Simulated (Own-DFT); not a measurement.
# What a defect does to the pressure of its cell: C11b WSi2

The numbers are computed, not measured, by runs of the plane-wave DFT program Own-DFT (in-house, retired, unreviewed) at fixed positions, with no spin and no spin-orbit coupling.

Method: PBE; PseudoDojo norm-conserving scalar-relativistic files; cutoff 50 hartree; 5 x 5 x 5 k mesh centred on Gamma; cold (Marzari-Vanderbilt) smearing of 0.2 eV.

Known weak points: forces on such cells failed a check on a denser k mesh; stress not checked against mesh or cutoff.

All runs share one cell, with vectors in Å (-2.148, -5.953, 3.409); (-6.444, 2.976, 1.136); (-2.553, -2.948, -6.757) and a volume of 403.2 Å³. u is the rms random offset of the atoms per axis. The defect's site can differ from row to row.

| cell | formula | u (Å) | P (GPa) |
|---|---|---|---|
| no defect | Si20W10 | 0.0214 | 4.52 |
| no defect | Si20W10 | 0.0460 | 5.92 |
| no defect | Si20W10 | 0.0539 | 6.80 |
| one Si on a W site | Si21W9 | 0.0284 | 6.35 |
| one Si on a W site | Si21W9 | 0.0326 | 6.37 |
| one Si on a W site | Si21W9 | 0.0527 | 7.69 |
| one Si vacancy | Si19W10 | 0.0285 | 3.23 |
| one Si vacancy | Si19W10 | 0.0298 | 3.41 |
| one Si vacancy | Si19W10 | 0.0516 | 4.73 |
| one W on a Si site | Si19W11 | 0.0284 | 9.92 |
| one W on a Si site | Si19W11 | 0.0307 | 10.21 |
| one W on a Si site | Si19W11 | 0.0494 | ? |
| one W on a Si site | Si19W11 | 0.0523 | 11.56 |

## What the rows give

P = P0 + c u² + a shift for each defect gives P0 = 4.26 GPa, c = 814 ± 40 GPa/Å² and a scatter of 0.13 GPa. The shifts, and each times the cell's volume:

- one W on a Si site: 5.09 ± 0.10 GPa, 12.8 eV
- one Si on a W site: 1.28 ± 0.10 GPa, 3.2 eV
- one Si vacancy: -1.65 ± 0.10 GPa, -4.2 eV

A positive shift means that the defect pushes the cell outwards. Shift times volume (160.2 GPa Å³ is 1 eV) depends little on the cell's size, so, taken for each site, it can be compared between cells at like pressure. The atoms around the defects weren't relaxed, which would change these numbers.

## Withheld run

The question: what pressure belongs in the blank (one W on a Si site, u = 0.0494 Å)?

Estimate: 11.33 ± 0.15 GPa. The run itself gave 12.01 GPa. This run lies off the fit, by chance or by something that the fit leaves out.
